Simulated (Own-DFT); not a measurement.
# One host, several defects: zincblende GaAs

No measurement is shown. These are fixed-geometry runs of a retired plane-wave code named Own-DFT, which no person has reviewed; spin and spin-orbit coupling are neglected.

Settings: PBE; PseudoDojo norm-conserving scalar-relativistic files; cutoff 42 hartree; 3 x 3 x 3 k mesh centred on Gamma; Fermi-Dirac smearing of 0.1 eV.

Keep in mind (not all hold for every row): not probed for a lower state with spin; forces not confirmed at this smearing and k mesh; stress not checked against mesh or cutoff.

All runs share one cell, with vectors in Å (11.737, 0.000, 0.000); (0.000, 11.737, 0.000); (0.000, 0.000, 10.919) and a volume of 1504.3 Å³, strained against the parent crystal. u is the rms random offset of the atoms per axis. The defect's site can differ from row to row.

```
                             cell     formula   u (Å)  P (GPa)
                        no defect    As32Ga32  0.0285     0.73
                        no defect    As32Ga32  0.0310     0.76
                        no defect    As32Ga32  0.0511     1.02
one As vacancy and one Ga vacancy    As31Ga31  0.0299        ?
one As vacancy and one Ga vacancy    As31Ga31  0.0316     0.41
one As vacancy and one Ga vacancy    As31Ga31  0.0464     0.70
one As vacancy and one Ga vacancy    As31Ga31  0.0511     0.87
              one In on a Ga site  As32Ga31In  0.0304     1.32
              one In on a Ga site  As32Ga31In  0.0468     1.57
              one In on a Ga site  As32Ga31In  0.0502     1.67
              one Al on a Ga site  AlAs32Ga31  0.0304     0.70
              one Al on a Ga site  AlAs32Ga31  0.0486     1.02
              one Al on a Ga site  AlAs32Ga31  0.0499     1.00
              one P on an As site   As31Ga32P  0.0299     0.53
              one P on an As site   As31Ga32P  0.0312     0.56
              one P on an As site   As31Ga32P  0.0466     0.70
```

## Working it out

P = P0 + c u² + a shift for each defect gives P0 = 0.55 GPa, c = 196 ± 18 GPa/Å² and a scatter of 0.05 GPa. The shifts, and each times the cell's volume:

- one In on a Ga site: 0.60 ± 0.04 GPa, 5.6 eV
- one Al on a Ga site: -0.02 ± 0.04 GPa, -0.2 eV (not resolved)
- one P on an As site: -0.22 ± 0.04 GPa, -2.1 eV
- one As vacancy and one Ga vacancy: -0.27 ± 0.04 GPa, -2.5 eV

Positive is outwards. The product with the volume (160.2 GPa Å³ to the eV) is nearly free of the cell's size; divided by the bulk modulus at the cell's pressure it gives the volume that the defect adds. The atoms around the defects weren't relaxed, which would change these numbers.

## Withheld run

The question: what pressure belongs in the blank (one As vacancy and one Ga vacancy, u = 0.0299 Å)?

The fitted form gives 0.46 ± 0.06 GPa. The calculation gave 0.37 GPa.
